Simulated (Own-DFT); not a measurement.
# Point defects and the pressure they add: C40 NbSi2

No measurement is shown. These are fixed-geometry runs of a retired plane-wave code named Own-DFT, which no person has reviewed; spin and spin-orbit coupling are neglected.

All runs used: PBE; PseudoDojo norm-conserving scalar-relativistic files; cutoff 42 hartree; 4 x 4 x 5 k mesh centred on Gamma; cold (Marzari-Vanderbilt) smearing of 0.2 eV.

Keep in mind: forces on such cells failed a check on a denser k mesh; stress not checked against mesh or cutoff.

All runs share one cell, with vectors in Å (0.000, 8.324, 0.000); (-9.613, 0.000, 0.000); (0.000, 0.000, 6.586) and a volume of 527.0 Å³. u is the rms random offset of the atoms per axis. The defect's site can differ from row to row.

| cell | formula | u (Å) | P (GPa) |
|---|---|---|---|
| no defect | Nb12Si24 | 0.0193 | 1.48 |
| no defect | Nb12Si24 | 0.0532 | 2.83 |
| no defect | Nb12Si24 | 0.0551 | 2.90 |
| two Nb on a Si site each | Nb14Si22 | 0.0268 | 7.48 |
| two Nb on a Si site each | Nb14Si22 | 0.0291 | 7.46 |
| two Nb on a Si site each | Nb14Si22 | 0.0470 | 8.41 |
| two Nb vacancies | Nb10Si24 | 0.0287 | 0.05 |
| two Nb vacancies | Nb10Si24 | 0.0319 | -0.03 |
| two Nb vacancies | Nb10Si24 | 0.0475 | ? |
| two Nb vacancies | Nb10Si24 | 0.0485 | 0.50 |
| one Si vacancy | Nb12Si23 | 0.0264 | 0.90 |
| one Si vacancy | Nb12Si23 | 0.0281 | 0.74 |
| one Si vacancy | Nb12Si23 | 0.0520 | 1.93 |
| two Si on a Nb site each | Nb10Si26 | 0.0290 | 1.67 |
| two Si on a Nb site each | Nb10Si26 | 0.0305 | 1.96 |
| two Si on a Nb site each | Nb10Si26 | 0.0501 | 2.54 |

## Working it out

P = P0 + c u² + a shift for each defect gives P0 = 1.33 GPa, c = 519 ± 39 GPa/Å² and a scatter of 0.13 GPa. The shifts, and each times the cell's volume:

- two Nb on a Si site each: 5.80 ± 0.11 GPa, 19.1 eV (9.5 eV for each of its 2 sites)
- two Si on a Nb site each: -0.02 ± 0.11 GPa, -0.1 eV (0.0 eV for each of its 2 sites) (not resolved)
- one Si vacancy: -0.86 ± 0.11 GPa, -2.8 eV
- two Nb vacancies: -1.88 ± 0.11 GPa, -6.2 eV (-3.1 eV for each of its 2 sites)

Against the defect-free cell, a freed cell would be larger where the shift is positive and smaller where it is negative (160.2 GPa Å³ is 1 eV). The atoms around the defects weren't relaxed, which would change these numbers.

## Check

The question: what pressure belongs in the blank (two Nb vacancies, u = 0.0475 Å)?

The fitted form gives 0.61 ± 0.16 GPa. The hidden result is 0.37 GPa.
